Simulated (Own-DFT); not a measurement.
Hf$_{36}$O$_{71}$ (tetragonal hafnia with one neutral oxygen vacancy, atoms displaced) (calculated)

All values are calculated (Own-DFT development build). A calculation, not a measurement: plane-wave PBE and HSE06 DFT by an unreviewed code, no spin, of a simulated cell at Gamma alone, so results move with cell size and shape, stress positive in tension, energies less offsets, not probed for a lower state with spin; hafnium file: forces about 75 meV/angstrom off all-electron values; oxygen file: force components 24 meV/angstrom off all-electron in a glass; k mesh not checked against a denser one; forces and stress are PBE's, HSE06 gives the energy alone, and its difference from PBE has offsets of its own; offsets are fitted by least squares, one for each functional and potential file, so energies compare only between cells with the same atoms and settings and are not formation energies; the far tail of each file's local potential was reset to the Coulomb form; each entry is a single point on an unrelaxed cell, so the pressure reflects the starting lattice, taken from the Materials Project, from which strain is counted, and rises with the displacements; printed positions are rounded, which can move forces by about a meV/angstrom; the program is a retired in-house code; no spin-orbit coupling.

Settings shared by all entries: first functional PBE; second functional HSE06; exact exchange share 0.25; screening 0.11 1/bohr; exchange divergence Gygi-Baldereschi; potential files PseudoDojo norm-conserving, scalar-relativistic, made for PBE, standard set; wave cutoff 48 hartree; occupations fixed; k mesh 1 x 1 x 1 centred on Gamma.

(1) 
```xyz
107
Lattice="10.7800 0.0000 0.0000 0.0000 10.7800 0.0000 0.0000 0.0000 10.4493" Properties=species:S:1:pos:R:3:force_x:R:1:force_y:R:1:force_z:R:1 formula=Hf36O71 PBE_energy_of_cell_above_offsets=-100.787 HSE06_less_PBE_above_offsets=-0.123 PBE_pressure=0.97 PBE_stress_xx=-0.27 PBE_stress_yy=-0.91 PBE_stress_zz=-1.75 PBE_stress_yz=-0.05 PBE_stress_xz=-0.07 PBE_stress_xy=0.09
Hf    10.7253    10.7369     0.0120      0.247     -0.009     -0.699
Hf     1.7855     1.7703     2.6142      0.878      1.207     -0.495
O      0.0072     1.8076     1.5437     -0.488     -0.144      0.769
O      1.7393     0.0590     3.6607      0.144     -1.628     -0.027
O      0.0008     1.8016     4.2559     -0.266     -0.212     -0.896
O      1.7521    10.7568     1.0137      0.151     -0.234      0.534
Hf     0.0428     0.0041     5.2587     -1.104      0.194       0.33
Hf     1.7749     1.7918     7.8502     -0.106      0.619      0.421
O      0.0146     1.7888     6.8255     -0.342     -0.074     -0.042
O      1.7811    10.7138     8.8583      0.261      1.441      0.111
O      0.0302     1.7874     9.3853      0.133     -0.261      0.576
O      1.7835     0.0666     6.2511      0.775     -0.606       0.16
Hf     0.0099     3.5532     0.0509      0.195      0.512     -0.576
Hf     1.8421     5.4067     2.6040      -0.75     -0.725     -0.816
O     10.7338     5.4172     1.5555      0.518     -0.186      1.054
O      1.8009     3.6159     3.6117      0.393      0.007      0.268
O     10.7128     5.3878     4.2081       0.17     -0.314      0.036
O      1.8187     3.6029     1.0417     -0.287      0.104     -0.203
Hf    10.7610     3.5665     5.2242      0.222      1.062      0.751
Hf     1.7614     5.4020     7.8234      0.239      0.453      0.288
O      0.0095     5.3266     6.8580     -0.642      0.261     -0.226
O      1.8281     3.6670     8.8294      0.016     -1.577       0.41
O     10.7758     5.3336     9.5094     -0.157      0.675     -0.557
O      1.7566     3.5916     6.2572      1.163     -0.192     -0.663
Hf    10.7632     7.1859     0.0351      -0.01     -0.506      -0.95
Hf     1.7926     9.0058     2.6332     -0.363      0.018     -0.684
O     10.7689     8.9699     1.5200      0.252      0.272      1.239
O      1.7181     7.1789     3.6067      0.621      0.514      0.136
O     10.7319     9.0097     4.2429      0.524      0.144     -0.912
O      1.7725     7.2040     0.9949      1.142      0.177      0.569
Hf     0.0114     7.2120     5.1471     -0.832     -0.785      1.394
Hf     1.8595     9.0163     7.8205     -1.326     -1.631      0.324
O     10.7750     8.9791     6.8540      0.579      0.371      -0.43
O      1.8112     7.1762     8.8582      0.112      0.534     -0.252
O      0.0340     8.9751     9.4141     -0.583      0.156      0.313
O      1.7589     7.1876     6.2343      0.613      0.124     -0.744
Hf     3.5204    10.7205    10.4345      1.235       2.31      0.448
Hf     5.4207     1.8302     2.5862     -1.028     -1.243     -0.123
O      3.5691     1.7774     1.5821      0.017      0.089      0.249
O      5.4049    10.7664     3.6648     -0.026      0.306     -0.465
O      3.5901     1.7695     4.1462     -0.125      0.322      1.048
O      5.3659    10.7783     0.9929       0.04     -0.189      0.083
Hf     3.5879    10.7564     5.2215      0.626      0.744      -0.24
Hf     5.3484     1.8054     7.7806       0.87      -0.76       1.28
O      3.5685     1.7898     6.8080      0.228      0.238     -0.342
O      5.3869     0.0201     8.8698     -0.114     -0.193     -0.738
O      3.6022     1.8065     9.4258      -0.48     -0.478     -0.084
O      5.3881     0.0114     6.2327     -0.242      0.111      0.301
Hf     3.5888     3.5972    10.4435       0.05     -0.202     -0.022
Hf     5.4513     5.3734     2.6493     -0.521      0.595     -0.568
O      3.6317     5.4019     1.5858     -0.187      0.079      0.921
O      5.3544     3.5818     3.6284     -0.363      0.674       0.45
O      5.4184     3.5678     1.0315     -0.394      0.314     -0.007
Hf     3.6191     3.5928     5.2245     -1.137     -0.111     -0.447
Hf     5.3694     5.3388     7.8686     -0.037      1.353     -0.273
O      3.5873     5.4562     6.8086      0.395     -0.791     -0.638
O      5.3717     3.5765     8.8762      0.152     -0.036     -0.452
O      3.5911     5.3789     9.4245      0.701      0.751      0.444
O      5.4568     3.5561     6.1989     -1.723      0.256      0.953
Hf     3.6344     7.2421     0.0307     -0.852     -1.232     -0.834
Hf     5.3712     8.9878     2.5867      1.884      0.536      0.691
O      3.6301     8.9867     1.6359     -1.723     -0.128     -0.727
O      5.4474     7.1978     3.6303     -1.089     -0.752      -0.06
O      3.6026     8.9707     4.2093     -0.707      0.104     -0.231
O      5.3836     7.1725     1.0369      0.425      0.157     -0.443
Hf     3.5826     7.1709     5.1876      0.598     -0.724      1.238
Hf     5.4038     9.0006     7.8579      0.617      0.124     -0.533
O      3.6095     8.9629     6.8207     -0.018      0.529     -0.356
O      5.3759     7.2252     8.7913     -0.109     -0.975      1.137
O      3.5787     9.0444     9.4191      0.181     -1.607     -0.077
O      5.3902     7.2034     6.2767     -0.461     -0.168     -1.033
Hf     7.2148     0.0191    10.4360     -1.571     -0.407     -0.085
Hf     8.9998     1.8240     2.6626     -0.622      -0.51     -0.905
O      7.1485     1.8251     1.5755      1.379     -0.289      0.303
O      8.9950    10.7765     3.5909     -0.227      0.319      0.378
O      7.1817     1.8367     4.2093      0.094     -0.426      0.012
O      8.9360    10.7397     1.0057      0.962      0.283      0.364
Hf     7.1760    10.7752     5.2639      0.133     -0.282     -0.682
Hf     8.9869     1.7974     7.8756     -0.073     -0.008     -0.696
O      7.2217     1.7938     6.8283     -0.767     -0.136     -0.244
O      8.9583     0.0074     8.8630      0.388     -0.224      0.395
O      7.1792     1.7329     9.3934        0.3      1.571      0.442
O      8.9919     0.0002     6.2579      0.029     -0.152     -0.247
Hf     7.2042     3.6436     0.0284     -0.273     -1.432     -0.474
Hf     8.9712     5.3778     2.6605      0.907       0.42     -0.856
O      7.2076     5.3980     1.5873     -0.127     -0.221     -0.209
O      8.9901     3.5834     3.6120     -0.003      0.014      0.456
O      7.1741     5.4025     4.1727      0.099     -0.736      0.178
O      8.9678     3.5875     1.0102      0.248     -0.235      0.236
Hf     7.1702     3.6095     5.2443      1.604     -0.246     -0.254
Hf     8.9886     5.3670     7.8704      0.466      0.458     -0.426
O      7.2083     5.4378     6.8701     -0.735     -0.555     -0.475
O      9.0077     3.5599     8.8121     -0.221      0.233      0.873
O      7.2390     5.3569     9.4100     -0.526      0.406      0.344
O      8.9788     3.5728     6.2509     -0.251      0.106     -0.427
Hf     7.2117     7.1821    10.4249      0.226      0.351      0.124
Hf     8.9898     8.9937     2.6064       -0.7     -0.354     -0.514
O      7.1824     8.9816     1.5752     -0.086     -0.133      0.471
O      9.0160     7.1811     3.5686     -0.094       0.49      0.326
O      7.1062     8.9294     4.2405      0.782      1.113       -0.2
O      8.9724     7.2170     1.0029     -0.319      0.065      0.013
Hf     7.1749     7.1694     5.2328     -0.226      0.475      0.725
Hf     8.9950     9.0357     7.8354      -0.04     -1.183     -0.119
O      7.2048     8.9436     6.8051     -0.246      0.651      0.321
O      8.9608     7.1698     8.8529      0.206      0.339      -0.11
O      7.2068     8.9575     9.4233     -0.185      0.497      -0.01
O      8.9774     7.1733     6.1882      0.702     -0.031     -0.088
```

Units: PBE_energy_of_cell_above_offsets, HSE06_less_PBE_above_offsets in eV; PBE_pressure, PBE_stress_xx, PBE_stress_yy, PBE_stress_zz, PBE_stress_yz, PBE_stress_xz, PBE_stress_xy in GPa; force_x, force_y, force_z in eV/Å.

(2) 
```xyz
107
Lattice="10.7800 0.0000 0.0000 0.0000 10.7800 0.0000 0.0000 0.0000 10.4493" Properties=species:S:1:pos:R:3:force_x:R:1:force_y:R:1:force_z:R:1 formula=Hf36O71 PBE_energy_of_cell_above_offsets=-97.563 HSE06_less_PBE_above_offsets=0.031 PBE_pressure=2.38 PBE_stress_xx=-1.54 PBE_stress_yy=-2.56 PBE_stress_zz=-3.02 PBE_stress_yz=-0.26 PBE_stress_xz=0.68 PBE_stress_xy=0.02
Hf    10.7261    10.7125    10.4120     -0.653      1.893      0.235
Hf     1.7669     1.7610     2.6823      0.047      1.069     -2.929
O     10.7559     1.8102     1.5694      0.735     -0.325      1.072
O      1.7281     0.0014     3.5554     -0.045     -1.159       0.94
O      0.0616     1.8593     4.2220       -0.2     -1.043     -0.359
O      1.7869    10.7631     0.9557     -0.024     -0.589      1.014
Hf     0.0380     0.0132     5.1933      -1.12     -0.001      0.987
Hf     1.7567     1.7785     7.8614      0.123      0.022      0.339
O      0.0102     1.8510     6.8193     -0.539     -0.155     -0.328
O      1.6841     0.0387     8.8685      0.593     -1.271     -0.499
O     10.6237     1.8272     9.4430      0.814     -0.688      0.073
O      1.8798     0.1263     6.1933     -1.555     -0.808     -0.098
Hf    10.7352     3.5839     0.0409      2.685     -1.277     -0.925
Hf     1.7866     5.3974     2.6707     -1.054     -1.033     -1.841
O     10.7583     5.3656     1.5762      0.808      0.366      1.094
O      1.7722     3.5454     3.5716      0.513      1.714      1.397
O      0.0490     5.4062     4.2849      0.273     -0.352     -1.035
O      1.8032     3.5552     1.0268      1.078      0.538     -0.208
Hf     0.0199     3.5997     5.2184     -0.881     -0.266      1.335
Hf     1.8281     5.3078     7.8234      0.137      -0.18      0.039
O     10.7634     5.3934     6.8013      1.805      0.313       0.28
O      1.8151     3.5667     8.8730      0.075      0.892     -0.275
O     10.6922     5.3112     9.4634      0.966      1.936     -1.034
O      1.8828     3.5531     6.3242       -1.3       1.44     -1.035
Hf    10.7482     7.1583    10.3921     -1.033      0.323      0.642
Hf     1.7979     8.9600     2.6411     -0.258     -0.025     -0.844
O     10.7258     8.9620     1.5309      1.629      0.116      0.702
O      1.7395     7.1497     3.7044      0.417      0.661     -0.664
O     10.7192     8.9797     4.1715      0.986     -0.107      0.448
O      1.7306     7.1933     1.0529      1.302      0.074     -0.093
Hf     0.0453     7.1640     5.2419     -0.939      0.823       0.47
Hf     1.8986     8.9279     7.8206      -1.88      2.387      0.151
O     10.7601     9.0222     6.8944      2.137     -0.326     -0.942
O      1.8590     7.2582     8.7776     -0.334     -2.303      1.242
O      0.0130     8.9916     9.5018     -0.088     -1.421     -1.032
O      1.9612     7.1353     6.2129     -2.966      0.152      0.778
Hf     3.5710    10.7338     0.0528      0.037      1.856     -0.689
Hf     5.3646     1.8311     2.5608      0.843     -1.884      0.658
O      3.6219     1.7493     1.5881      -0.88      0.175      0.303
O      5.4006    10.7790     3.6105     -0.367      0.468     -0.174
O      3.5893     1.7955     4.2236     -0.164      0.957     -0.407
O      5.3548    10.7463     1.0666      0.255      0.269     -0.396
Hf     3.6008     0.0617     5.1965      0.688     -0.886      -0.32
Hf     5.3333     1.8309     7.8903     -0.379     -1.444     -1.203
O      3.5161     1.8454     6.8306      1.774     -0.218     -0.236
O      5.4593     0.0100     8.8720      0.156     -0.336     -0.504
O      3.6341     1.7514     9.3786     -0.015       0.03      1.211
O      5.3511     0.0129     6.1686     -0.079     -0.481      1.426
Hf     3.7426     3.6804     0.0270     -3.358     -1.835     -1.055
Hf     5.3656     5.3821     2.6462      2.041      0.601      -0.75
O      3.6301     5.4133     1.5758     -0.782     -0.263     -0.066
O      5.4351     3.5743     3.5962     -0.623      0.583       0.71
O      3.6037     5.4177     4.2260     -0.238     -1.837      -1.87
O      5.4091     3.4829     1.0141      0.519      0.741      0.545
Hf     3.5743     3.6440     5.2497      0.697     -1.623      0.915
Hf     5.3812     5.3989     7.8758      1.659       -0.1     -0.706
O      3.6717     5.3946     6.7185     -0.802     -0.166       0.76
O      5.2812     3.5162     8.8373      0.265       2.76      1.241
O      3.6060     5.4588     9.3480     -0.344     -0.961        0.6
O      5.3820     3.6156     6.3190     -0.415     -0.395      -0.98
Hf     3.5715     7.1712     0.0197      0.882      0.656     -0.239
Hf     5.3245     8.9771     2.5779      4.228      0.665      1.926
O      3.7320     8.9888     1.6207     -4.806     -0.519     -2.023
O      5.4516     7.1289     3.5536     -0.591      0.571      0.931
O      3.5643     8.9755     4.1087     -0.333     -0.274      0.801
O      5.4077     7.1350     1.0004      -1.13      0.187      0.189
Hf     3.5781     7.0899     5.1699      1.774      2.952      0.796
Hf     5.3827     8.9954     7.8422      0.627     -0.476      0.328
O      3.5725     8.9532     6.8275      1.304      0.474     -0.378
O      5.3602     7.1368     8.9198      0.121      1.005     -0.925
O      3.7183     9.0233     9.4383     -0.877     -0.835      0.033
O      5.4179     7.2262     6.2396     -1.005      0.351      0.382
Hf     7.0781     0.0025    10.4431      1.833     -0.984      0.443
Hf     9.0260     1.7838     2.6345     -0.666     -0.258     -0.709
O      7.2098     1.7991     1.5576     -0.133       0.49      0.834
O      9.0129     0.0334     3.5907      0.417     -0.331      0.624
O      7.1818     1.8203     4.2397      0.081     -0.451     -0.155
O      8.9425     0.0026     1.0378      0.246      0.123     -0.567
Hf     7.1536    10.7591     5.2869      0.739      0.453     -1.129
Hf     8.9389     1.8794     7.8590      1.323     -1.087      0.023
O      7.1979     1.7618     6.8710     -1.141      0.226     -0.091
O      8.9372     0.0285     8.8057      0.081      -0.62     -0.044
O      7.1670     1.8233     9.5273     -0.114      0.093     -1.199
O      8.9746    10.7547     6.2213       0.44     -0.388     -0.549
Hf     7.2404     3.5114     0.0809      1.048      1.373     -0.748
Hf     8.9833     5.3839     2.6195     -0.771      1.059     -0.062
O      7.1881     5.4364     1.5473       -0.2     -0.943      0.848
O      8.9834     3.6443     3.6097      0.532     -0.803     -0.036
O      7.2047     5.3822     4.2035     -0.536      0.016     -0.165
O      9.0736     3.5852     0.9527     -3.089      0.169      1.991
Hf     7.0798     3.5933     5.1816      1.684      0.546      0.988
Hf     9.0351     5.3896     7.8309     -1.829      -0.14      0.343
O      7.2211     5.3792     6.7842     -0.759      0.144      0.815
O      9.0377     3.5978     8.8964     -1.025      0.525      -0.62
O      7.2672     5.4053     9.4128     -0.793     -1.168      0.184
O      8.9962     3.6296     6.2209     -0.188      -0.29     -0.212
Hf     7.1835     7.1408     0.0462      0.359       0.46     -0.734
Hf     9.0489     8.9702     2.5829     -1.558      0.405      0.177
O      7.2341     9.0166     1.6324     -1.085     -0.378     -0.001
O      8.9491     7.1867     3.6570      0.606     -0.417      -0.43
O      7.1268     8.9893     4.2154      0.226      0.305      1.129
O      8.9703     7.1918     0.9949      0.837     -0.244      0.334
Hf     7.1268     7.2565     5.2405      1.794     -0.985     -0.556
Hf     8.9762     8.9472     7.8012     -1.063       1.17      0.538
O      8.9806     7.2184     8.8684      0.721     -0.605     -0.349
O      7.2345     8.9618     9.4917     -0.672     -0.045     -0.807
O      9.0079     7.2187     6.2460      -0.28      0.428     -0.042
```

Units: PBE_energy_of_cell_above_offsets, HSE06_less_PBE_above_offsets in eV; PBE_pressure, PBE_stress_xx, PBE_stress_yy, PBE_stress_zz, PBE_stress_yz, PBE_stress_xz, PBE_stress_xy in GPa; force_x, force_y, force_z in eV/Å.
